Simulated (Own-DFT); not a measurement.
# How strain changes the stress of wurtzite AlN, 72 atoms (Al36N36)

Calculated results; nothing here was measured. The program, named Own-DFT, is a retired in-house plane-wave density functional code that no person has reviewed. Each row is one single-point run on a periodic cell that was not relaxed, without spin or spin-orbit coupling.

Settings of every run: PBE; PseudoDojo norm-conserving scalar-relativistic files; cutoff 42 hartree; 4 x 4 x 3 k mesh centred on Gamma; Gaussian smearing of 0.01 eV.

Known limits: k mesh not checked against a denser one; stress not checked against mesh or cutoff.

Unstrained cell vectors in Å: (9.336, 0.000, 0.000); (-4.668, 8.085, 0.000); (0.000, 0.000, 9.964). The unstrained cell has measured lattice constants (interpolated for alloys), not those of this functional. That, the random moves and any unrelaxed bonds set the pressure at no strain. Each run strains this cell uniformly, with the atoms carried along. Every atom was also moved at random, by a Gaussian of width 0.05 Å on each axis. Strain is the symmetric tensor, in per cent. Stress is positive in tension, and the pressure is minus a third of its trace.

```
run  e_xx (%)  e_yy (%)  e_zz (%)  s_xx (GPa)  s_yy (GPa)  s_zz (GPa)  P (GPa)  E (meV/atom)
  1      0.00      0.00      1.75       -2.80       -5.26        1.98     2.03           6.3
  2      0.00      0.00     -1.75       -7.07       -6.24      -17.42    10.25          53.5
  3      0.00      0.00      2.25       -5.05       -4.38        4.72     1.57          21.3
  4      0.00      0.00      1.25       -5.41       -4.07        1.13     2.78           0.0
  5      0.00      0.00      0.75       -5.54       -6.12       -0.23     3.96          13.8
  6      0.00      0.00      2.50       -3.08       -3.91        4.27     0.91          14.3
  7      0.00      0.00     -2.00       -5.22       -8.48      -16.40    10.04          28.9
  8      0.00      0.00     -1.50       -5.02       -8.27      -14.23     9.17          26.9
  9      0.00      0.00      1.50           ?           ?           ?        ?             ?
```

E is the free energy for each atom above the lowest run shown.

## Worked fit

The change of volume is close to e_xx + e_yy + e_zz. A straight line through the runs shown gives P = 5.96 - 214 x (fractional change of volume) GPa, with an error of 8 on the slope and a scatter of 0.42 GPa. The strain isn't the same on all axes and the cell isn't cubic, so the slope belongs to this path and is not the bulk modulus.

## Withheld run

Question: what pressure should run 9 give? Its volume changes by 1.50 %.

The line gives 2.7 GPa. The calculation gave 2.67 GPa.
